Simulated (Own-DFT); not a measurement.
# Strain and stress in bcc Nb, 16 atoms (Nb16)

These are calculations, not measurements. The program, named Own-DFT, is a retired in-house plane-wave density functional code that no person has reviewed. Each row is one single-point run on a periodic cell that was not relaxed, without spin or spin-orbit coupling.

Settings of every run: PBE; PseudoDojo norm-conserving scalar-relativistic files; cutoff 42 hartree; 5 x 5 x 5 k mesh centred on Gamma; cold (Marzari-Vanderbilt) smearing of 0.2 eV.

Known limits: forces on such cells failed a check on a denser k mesh; stress not checked against mesh or cutoff.

Unstrained cell vectors in Å: (6.601, 0.000, 0.000); (0.000, 6.601, 0.000); (0.000, 0.000, 6.601). The unstrained cell has measured lattice constants (interpolated for alloys), not those of this functional. That, the random moves and any unrelaxed bonds set the pressure at no strain. Each run strains this cell uniformly, with the atoms carried along. Every atom was also moved at random, by a Gaussian of width 0.05 Å on each axis. Strain is the symmetric tensor, in per cent. Stress is positive in tension, and the pressure is minus a third of its trace.

```
run,e_xx (%),e_yy (%),e_zz (%),e_yz (%),e_xz (%),e_xy (%),s_xx (GPa),s_yy (GPa),s_zz (GPa),s_yz (GPa),s_xz (GPa),s_xy (GPa),P (GPa),E (meV/atom)
1,-1.44,-1.23,-0.16,-1.68,-0.35,-1.89,-8.37,-8.38,-6.99,-0.61,0.02,-0.63,7.91,32.2
2,-0.72,0.24,0.52,1.98,-0.94,-1.61,-3.08,-1.90,-2.11,0.78,-0.51,-0.40,2.36,6.8
3,-0.90,-1.42,-0.84,-0.16,0.00,1.83,-8.03,-8.71,-7.67,0.05,-0.10,0.54,8.14,19.2
4,-0.71,1.40,0.11,-1.71,-1.69,1.25,-2.26,0.10,-1.33,-0.55,-0.41,0.49,1.16,7.8
5,-1.99,-0.37,-1.76,0.38,-1.92,-1.29,-11.11,-9.61,-11.33,0.26,-0.74,-0.56,10.68,48.5
6,0.80,-1.00,1.24,1.83,-1.61,0.45,-0.58,-2.37,0.04,0.38,-0.63,0.18,0.97,12.5
7,-0.33,-1.96,0.58,1.97,-1.71,-1.74,-5.77,-7.30,-4.59,0.58,-0.62,-0.37,5.88,21.7
8,1.89,0.21,-1.92,-1.93,-0.18,-1.24,-0.55,-2.25,-4.12,-0.55,0.12,-0.47,2.31,12.0
9,-1.36,-0.63,1.50,1.52,1.41,-1.24,-4.65,-4.04,-1.60,0.52,0.23,-0.25,3.43,10.1
10,-0.58,-0.20,-1.59,-1.02,-0.61,0.49,-6.45,-6.10,-7.69,-0.55,-0.29,0.22,6.74,28.0
11,0.48,-0.18,1.93,-0.74,1.46,-0.50,1.45,0.67,2.73,-0.24,0.26,-0.18,-1.62,0.0
12,1.25,1.21,1.49,0.93,-0.20,1.45,3.78,3.78,3.89,0.36,-0.11,0.17,-3.82,16.5
13,-1.66,-0.20,-1.78,1.43,-0.06,0.07,-9.92,-8.19,-9.90,0.57,0.05,-0.02,9.34,33.3
14,0.82,-0.16,1.98,-1.21,-1.56,-0.19,2.07,1.07,3.14,-0.25,-0.47,0.08,-2.10,1.1
15,-1.31,0.36,1.47,0.38,-1.04,-0.56,?,?,?,?,?,?,?,?
```

E is the free energy for each atom above the lowest run shown.

## Worked fit

Each stress component was fitted by least squares to a constant and the strains of the runs shown, as fractions, with shears doubled. Shear strains stay in the fit of a normal stress only where such slopes are resolved. The slopes, in GPa:

| stress | at no strain | per e_xx | per e_yy | per e_zz | scatter |
|---|---|---|---|---|---|
| s_xx | -2.7 | 246 ± 8 | 144 ± 10 | 149 ± 6 | 0.31 |
| s_yy | -2.7 | 144 ± 9 | 252 ± 10 | 148 ± 7 | 0.33 |
| s_zz | -2.7 | 152 ± 10 | 132 ± 12 | 247 ± 8 | 0.38 |

Each shear stress against twice its own strain: yz 17 ± 2, xz 15 ± 2, xy 15 ± 2 GPa. These are stiffnesses along x, y and z of the frame in which the cell vectors are given, which need not be the crystal's axes. The atoms are held to the strained lattice; where symmetry lets them move under strain, relaxing them would lower some slopes. The table should be nearly symmetric about its diagonal, and what it lacks of that shows the noise. A ninth of its sum, 179 ± 3 GPa, estimates the bulk modulus near the mean pressure of these runs, 3.7 GPa, so it lies above the value at zero pressure.

## Withheld run

Question: what normal stresses and pressure should run 15 give?

The fit gives s_xx = -3.3, s_yy = -1.5, s_zz = -0.6 and P = 1.8 GPa. The calculation gave -2.93, -1.28, 0.03 and P = 1.39 GPa.
